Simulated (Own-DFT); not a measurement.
# What a defect does to the pressure of its cell: grey tin

Source: density functional calculations with Own-DFT, an unreviewed in-house program that is no longer used. Nothing was measured or relaxed, and spin and spin-orbit coupling are left out.

All runs used: PBE; PseudoDojo norm-conserving scalar-relativistic files; cutoff 42 hartree; 3 x 3 x 3 k mesh centred on Gamma; cold (Marzari-Vanderbilt) smearing of 0.2 eV.

Limits (not all hold for every row): not probed for a lower state with spin; forces on such cells moved up to 12 meV/angstrom on a denser k mesh; stress not checked against mesh or cutoff.

All runs share one cell, with vectors in Å (12.978, 0.000, 0.000); (0.000, 12.978, 0.000); (0.000, 0.000, 12.978) and a volume of 2185.9 Å³. Atoms were moved at random from their sites; u is the rms move along one axis. The defect's site can differ from row to row.

| cell | formula | u (Å) | P (GPa) |
|---|---|---|---|
| no defect | Sn64 | 0.0196 | 3.38 |
| no defect | Sn64 | 0.0509 | 3.59 |
| no defect | Sn64 | 0.0521 | 3.60 |
| one Sn vacancy | Sn63 | 0.0267 | ? |
| one Sn vacancy | Sn63 | 0.0294 | 3.29 |
| one Sn vacancy | Sn63 | 0.0467 | 3.35 |
| one Sn vacancy | Sn63 | 0.0493 | 3.38 |
| two Sn vacancies | Sn62 | 0.0293 | 3.18 |
| two Sn vacancies | Sn62 | 0.0514 | 3.19 |
| two Sn vacancies | Sn62 | 0.0537 | 3.39 |

## Fit

P = P0 + c u² + a shift for each defect gives P0 = 3.38 GPa, c = 77 ± 22 GPa/Å² and a scatter of 0.06 GPa. The shifts, and each times the cell's volume:

- one Sn vacancy: -0.18 ± 0.05 GPa, -2.5 eV
- two Sn vacancies: -0.29 ± 0.05 GPa, -3.9 eV (-2.0 eV for each of its 2 sites)

Against the defect-free cell, a freed cell would be larger where the shift is positive and smaller where it is negative (160.2 GPa Å³ is 1 eV). The atoms around the defects weren't relaxed, which would change these numbers.

## Withheld run

Asked: what pressure belongs in the blank (one Sn vacancy, u = 0.0267 Å)?

The fit gives 3.25 ± 0.07 GPa. The run itself gave 3.19 GPa.
